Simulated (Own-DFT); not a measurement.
# What random displacements cost in beta-Si3N4, 42 atoms (N24Si18)

Calculated results; nothing here was measured. The program, named Own-DFT, is a retired in-house plane-wave density functional code that no person has reviewed. Each row is one single-point run on a periodic cell that was not relaxed, without spin or spin-orbit coupling.

Settings of every run: PBE; PseudoDojo norm-conserving scalar-relativistic files; cutoff 42 hartree; 3 x 3 x 3 k mesh centred on Gamma; Fermi-Dirac smearing of 0.1 eV.

Known limits, some of them of some rows only: some atoms lie very close together; forces on such cells passed a denser k mesh, each cell not checked; stress not checked against mesh or cutoff.

Cell vectors in Å: (7.606, 0.000, 0.000); (-3.803, 6.587, 0.000); (0.000, 0.000, 8.727). In each run every atom was moved at random and independently from its ideal site; u is the rms move along one axis. E is the free energy for each atom above the fitted value at u = 0, and F the rms of the force components.

```
run,u (Å),E (meV/atom),F (eV/Å),largest force (eV/Å),P (GPa)
1,0.0204,17.7,0.758,2.13,5.26
2,0.0210,19.4,0.779,2.33,5.41
3,0.0229,26.2,0.907,3.12,5.59
4,0.0486,?,?,?,?
5,0.0513,139.4,2.270,9.72,9.14
6,0.0515,128.2,2.016,7.10,8.36
7,0.0902,336.7,3.653,14.95,13.55
8,0.1010,417.3,3.985,14.94,14.65
9,0.1016,541.6,5.270,21.69,20.21
10,0.1414,780.3,6.235,28.83,26.72
```

## Worked fit

For small independent moves the energy grows as E = (3/2) K u², with K the mean stiffness felt by one atom. The runs with u up to 0.11 Å give K = 31.2 ± 1.7 eV/Å², with residuals divided by u² + 0.0006 Å², since the noise grows with the moves. The scatter is 13.8 meV/atom at u = 0.05 Å. The forces follow F = G u with G = 41.4 eV/Å²; no force at u = 0 is resolved. G exceeds K because the moves of its neighbours add to the force on an atom, and stiffness differs between atoms. At u = 0.141 Å the parabola gives 935 meV/atom and the run 780. The pressure follows P = 5.08 + 1176 u² GPa: at fixed volume, shortened bonds push harder than stretched ones pull.

## Withheld run

Question: what energy and rms force should run 4 give?

The fit gives 110 ± 14 meV/atom and about 2.01 eV/Å. The calculation gave 109.5 meV/atom and 2.015 eV/Å.
